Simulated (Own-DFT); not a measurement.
# Response to strain: wurtzite GaN, 96 atoms (Ga48N48)

All numbers below are calculated, not measured. They come from Own-DFT, an in-house plane-wave density functional program, since retired, whose code no person has reviewed. Each row is one single-point run on a periodic cell that was not relaxed, without spin or spin-orbit coupling.

Settings of every run: PBE; PseudoDojo norm-conserving scalar-relativistic files (stringent for Ga); cutoff 96 hartree; 3 x 4 x 3 k mesh centred on Gamma; Gaussian smearing of 0.01 eV.

Known limits: forces on such cells passed a denser k mesh, each cell not checked; stress not checked against mesh or cutoff.

Unstrained cell vectors in Å: (12.756, 0.000, 0.000); (-4.783, 8.285, 0.000); (0.000, 0.000, 10.370). The unstrained cell has measured lattice constants (interpolated for alloys), not those of this functional. That, the random moves and any unrelaxed bonds set the pressure at no strain. Each run strains this cell uniformly, with the atoms carried along. Every atom was also moved at random, by a Gaussian of width 0.05 Å on each axis. Strain is the symmetric tensor, in per cent. Stress is positive in tension, and the pressure is minus a third of its trace.

| run | e_xx (%) | e_yy (%) | e_zz (%) | e_yz (%) | e_xz (%) | e_xy (%) | s_xx (GPa) | s_yy (GPa) | s_zz (GPa) | s_yz (GPa) | s_xz (GPa) | s_xy (GPa) | P (GPa) | E (meV/atom) |
|---|---|---|---|---|---|---|---|---|---|---|---|---|---|---|
| 1 | 1.83 | -0.73 | 1.76 | -1.90 | 1.37 | -0.83 | 0.49 | -7.73 | 1.57 | -3.77 | 2.70 | -2.58 | 1.89 | 8.1 |
| 2 | -0.79 | 1.74 | 0.68 | -0.24 | 1.71 | 1.69 | -10.04 | 0.06 | -3.82 | -0.09 | 3.25 | 5.83 | 4.60 | 30.6 |
| 3 | 1.82 | 0.28 | 0.33 | 0.95 | -0.46 | 0.40 | -0.03 | -3.70 | -2.86 | 2.45 | -0.71 | 1.18 | 2.20 | 0.0 |
| 4 | 1.82 | -1.73 | -0.65 | -1.33 | 0.66 | -1.83 | -3.20 | -12.10 | -9.80 | -2.43 | 1.39 | -5.92 | 8.37 | 30.1 |
| 5 | -1.56 | 1.69 | -1.67 | -1.08 | -1.47 | 0.57 | -12.90 | -3.23 | -15.60 | -1.71 | -3.10 | 0.56 | 10.58 | 36.6 |
| 6 | -0.36 | 0.40 | 0.12 | 0.82 | -0.93 | 1.06 | -7.98 | -5.16 | -7.41 | 1.65 | -2.42 | 4.24 | 6.85 | 19.3 |
| 7 | -0.36 | 1.80 | -0.66 | -0.62 | 1.42 | -0.02 | -7.53 | -1.32 | -7.93 | -0.76 | 2.99 | -0.43 | 5.59 | 15.5 |
| 8 | 0.74 | 0.65 | -0.95 | -0.43 | -0.73 | -0.38 | -3.48 | -4.46 | -10.87 | -0.22 | -1.27 | -1.00 | 6.27 | 14.5 |
| 9 | 0.38 | 1.60 | 1.11 | 0.57 | 0.49 | -0.64 | -1.64 | -1.72 | -0.71 | 0.70 | 0.79 | -2.34 | 1.36 | 8.2 |
| 10 | -1.62 | -1.44 | -0.22 | -1.77 | 1.10 | -1.85 | -16.13 | -15.38 | -12.11 | -5.06 | 3.19 | -4.65 | 14.54 | 56.8 |
| 11 | 0.49 | -1.59 | -1.45 | 0.76 | 1.13 | 0.20 | -7.54 | -15.39 | -16.21 | 1.38 | 2.81 | 1.95 | 13.05 | 48.5 |
| 12 | 0.94 | 1.11 | 0.52 | -0.92 | 1.43 | 1.90 | -2.53 | -1.91 | -2.86 | -1.76 | 2.70 | 5.54 | 2.43 | 14.1 |
| 13 | -1.68 | 0.90 | -0.58 | -0.84 | 0.39 | -0.95 | -14.84 | -5.56 | -10.25 | -1.59 | 1.04 | -3.71 | 10.22 | 34.8 |
| 14 | 0.98 | 0.37 | 0.93 | 0.87 | -0.44 | 1.07 | -2.16 | -4.05 | -2.81 | 1.30 | -1.56 | 3.67 | 3.01 | 19.2 |
| 15 | -0.16 | -0.59 | 0.66 | 1.05 | 1.51 | -1.17 | -7.95 | -10.31 | -4.41 | 2.63 | 3.07 | -4.45 | 7.56 | 21.9 |
| 16 | -2.00 | 0.74 | 0.44 | 1.45 | 0.78 | -1.62 | ? | ? | ? | ? | ? | ? | ? | ? |

E is the free energy for each atom above the lowest run shown.

## Worked fit

Each stress component was fitted by least squares to a constant and the strains of the runs shown, as fractions, with shears doubled. Shear strains stay in the fit of a normal stress only where such slopes are resolved. The slopes, in GPa:

| stress | at no strain | per e_xx | per e_yy | per e_zz | scatter |
|---|---|---|---|---|---|
| s_xx | -7.5 | 422 ± 24 | 114 ± 22 | 63 ± 29 | 0.95 |
| s_yy | -7.5 | 108 ± 22 | 409 ± 20 | 52 ± 26 | 0.87 |
| s_zz | -7.6 | 111 ± 20 | 110 ± 18 | 457 ± 24 | 0.78 |

Each shear stress against twice its own strain: yz 105 ± 8, xz 108 ± 5, xy 174 ± 11 GPa. These are stiffnesses along x, y and z of the frame in which the cell vectors are given, which need not be the crystal's axes. The atoms are held to the strained lattice; where symmetry lets them move under strain, relaxing them would lower some slopes. The table should be nearly symmetric about its diagonal, and what it lacks of that shows the noise. A ninth of its sum, 205 ± 4 GPa, estimates the bulk modulus near the mean pressure of these runs, 6.6 GPa, so it lies above the value at zero pressure.

## Withheld run

Question: what normal stresses and pressure should run 16 give?

The fit gives s_xx = -14.8, s_yy = -6.4, s_zz = -7.0 and P = 9.4 GPa. The calculation gave -15.62, -7.21, -5.53 and P = 9.46 GPa.
